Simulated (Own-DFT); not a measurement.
# How strain changes the stress of beta-Si3N4, 112 atoms (N64Si48)

No measurement is shown. These are fixed-geometry runs of a retired plane-wave code named Own-DFT, which no person has reviewed; spin and spin-orbit coupling are neglected.

All runs used: PBE; PseudoDojo norm-conserving scalar-relativistic files; cutoff 42 hartree; 2 x 2 x 4 k mesh centred on Gamma; Fermi-Dirac smearing of 0.1 eV.

Known weak points: forces on such cells moved up to 12 meV/angstrom on a denser k mesh; stress not checked against mesh or cutoff.

Unstrained cell vectors in Å: (15.212, 0.000, 0.000); (-7.606, 13.174, 0.000); (0.000, 0.000, 5.818). The unstrained cell has measured lattice constants (interpolated for alloys), not those of this functional. That, the random moves and any unrelaxed bonds set the pressure at no strain. A uniform strain is put on this cell, atoms riding along. Random moves of width 0.05 Å per axis were added to every atom. Stress is counted positive in tension, P = -(s_xx + s_yy + s_zz)/3, and strain components are those of the symmetric tensor.

```
run  e_xx (%)  e_yy (%)  e_zz (%)  e_yz (%)  e_xz (%)  e_xy (%)  s_xx (GPa)  s_yy (GPa)  s_zz (GPa)  s_yz (GPa)  s_xz (GPa)  s_xy (GPa)  P (GPa)  E (meV/atom)
  1      1.92      0.85     -1.55      0.42     -0.27     -0.42        2.65       -2.73      -18.18        1.85       -1.56       -1.45     6.09          21.4
  2      0.43      0.11      0.26     -1.46      1.82      0.28       -5.61       -4.64       -7.23       -4.86        3.03        0.59     5.83           6.2
  3     -0.51     -1.29      1.44      1.34     -1.73     -0.12      -11.50      -11.60       -3.73        4.70       -7.23        0.51     8.95          18.3
  4      0.43      1.65     -1.75      1.49      0.25      1.65       -5.09       -0.11      -20.32        5.19        1.36        6.56     8.51          31.1
  5      0.20      1.02      1.04      0.44     -0.35      0.47       -4.49       -1.69       -1.86        0.07       -0.63        0.88     2.68          10.0
  6     -1.63      0.40      1.34      0.31      0.57      1.58      -15.37       -5.81       -2.22        0.84        2.59        6.91     7.80          17.8
  7      1.12      0.93     -0.98      1.47      0.25      0.25       -1.05       -2.63      -13.97        5.63       -0.45        0.00     5.88          14.0
  8      0.87     -0.65      0.29      1.14      1.61     -0.74       -3.22       -9.39       -9.61        2.36        5.88       -2.48     7.40          43.6
  9      1.11      0.40     -1.36      1.75     -0.66      0.48       -3.01       -5.53      -16.09        6.38       -2.51        1.28     8.21          23.2
 10      1.98      1.31      1.22      0.16      1.24     -0.69        5.63        2.80       -0.80       -1.30        4.22       -2.23    -2.55           8.2
 11      0.58      0.81     -1.06     -1.54      0.74     -1.44       -5.66       -4.69      -14.46       -6.07        3.22       -6.04     8.27          25.8
 12      0.71      0.65      0.69      1.50     -1.42     -0.60       -3.03       -4.09       -1.52        3.93       -3.96       -3.38     2.88          10.0
 13     -1.30     -1.67     -1.69      0.51     -0.71     -1.46      -21.66      -20.07      -24.92        3.89       -3.92       -7.36    22.22          69.4
 14     -0.76      1.90     -1.70      0.20      0.55      0.82       -9.03       -1.68      -19.61       -1.48        3.64        2.52    10.11          27.5
 15     -1.30      0.49     -2.00     -0.07     -0.42      0.66      -12.51      -11.07      -26.13        1.90       -0.94        3.56    16.57          48.6
 16     -0.54     -1.45      1.17     -0.49     -1.11      0.34      -10.87      -14.72       -4.50       -2.67       -4.60        1.04    10.03          19.0
 17      1.51      0.10      1.72      0.79     -1.46      1.73        1.87       -2.28        1.99        1.47       -4.24        5.60    -0.53           0.0
 18      1.84     -1.05     -1.12     -1.70     -1.39      1.21           ?           ?           ?           ?           ?           ?        ?             ?
```

The last column gives the free energy per atom over the lowest of the runs shown.

## Analysis

Least squares on the runs shown: each stress against a constant and the strains, taken as fractions with shears doubled. Shear strains stay in the fit of a normal stress only where such slopes are resolved. The slopes, in GPa:

```
stress,at no strain,per e_xx,per e_yy,per e_zz,scatter
s_xx,-7.9,512 ± 33,189 ± 37,89 ± 26,1.35
s_yy,-7.7,151 ± 22,484 ± 25,132 ± 18,0.92
s_zz,-10.3,96 ± 34,130 ± 38,661 ± 27,1.39
```

The slope of each shear stress on twice its own strain, from a fit on all six strains: yz 170 ± 16, xz 157 ± 16, xy 199 ± 15 GPa. These are stiffnesses along x, y and z of the frame in which the cell vectors are given, with the crystal's c axis along z: C11, C12, C13 and C33. Hexagonal symmetry asks that xx and yy behave alike, which is a second check on the noise. The atoms are held to the strained lattice; where symmetry lets them move under strain, relaxing them would lower some slopes. The table should be nearly symmetric about its diagonal, and what it lacks of that shows the noise. A ninth of the table's sum, 271 ± 7 GPa, estimates the bulk modulus near the mean pressure of these runs, 7.5 GPa, so it lies above the value at zero pressure.

## Prediction

Question: what normal stresses and pressure should run 18 give?

The fitted form gives s_xx = -1.5, s_yy = -11.5, s_zz = -17.3 and P = 10.1 GPa. DFT gave -2.27, -9.45, -19.52 and P = 10.41 GPa.
